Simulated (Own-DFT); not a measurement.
# PBE and PBEsol under strain: L1_0 TiAl, 32 atoms (Al16Ti16)

Calculated, not measured: single-point runs of Own-DFT, a retired in-house plane-wave DFT program that no person has reviewed, on unrelaxed cells, without spin or spin-orbit coupling.

Limits: forces on such cells failed a check on a denser k mesh; stress not checked against mesh or cutoff.

Each geometry was run with PBE and with PBEsol, otherwise alike: PseudoDojo norm-conserving scalar-relativistic files made for PBE; cutoff 42 hartree; 4 x 4 x 4 k mesh centred on Gamma; cold (Marzari-Vanderbilt) smearing of 0.2 eV. Unstrained cell vectors in Å: (5.621, 5.621, 0.000); (-5.621, 5.621, 0.000); (0.000, 0.000, 8.133). Each has a uniform strain, of which the change of volume is shown, and random moves of rms u per axis.

| run | volume change (%) | u (Å) | P with PBE (GPa) | P with PBEsol (GPa) |
|---|---|---|---|---|
| 1 | -2.69 | 0.0506 | 5.25 | 2.27 |
| 2 | -0.20 | 0.0494 | 2.12 | -0.73 |
| 3 | -0.98 | 0.0584 | 3.32 | 0.43 |
| 4 | 1.54 | 0.0462 | -0.08 | -2.85 |
| 5 | 3.08 | 0.0499 | -1.57 | -4.29 |
| 6 | -2.38 | 0.0485 | 5.05 | 2.10 |
| 7 | 1.74 | 0.0484 | 0.03 | -2.74 |
| 8 | 1.24 | 0.0395 | 0.23 | -2.55 |
| 9 | 0.23 | 0.0494 | 1.65 | -1.19 |
| 10 | -1.00 | 0.0445 | 2.97 | 0.08 |
| 11 | -2.59 | 0.0554 | 5.43 | 2.47 |
| 12 | 2.84 | 0.0491 | -1.31 | ? |

Question: by how much does PBEsol shrink this cell, and what belongs in the blank?

## Working it out

Write v for the change of volume as a fraction. Fitted to v and u², the PBE pressure has a slope of -121 ± 3 GPa in v, with the ions held to the strained lattice. The difference PBEsol less PBE is -2.85 + 4.5 v GPa (slope ± 0.1) and averages -2.86 GPa. Divided by the mean slope of the two, 118 GPa, that makes PBEsol's volume at a given pressure, near 1 GPa, about 2.4 % smaller, or 0.80 % in lengths. At one volume PBEsol's slope is the smaller by 4 GPa, but its pressure there is lower too. If stiffness rises by about 4 GPa for each GPa, PBEsol at equal pressure is stiffer by about 7 GPa. Files made for PBEsol would give a different shift.

For run 12 the line gives -4.02 GPa. DFT gave -4.03 GPa.
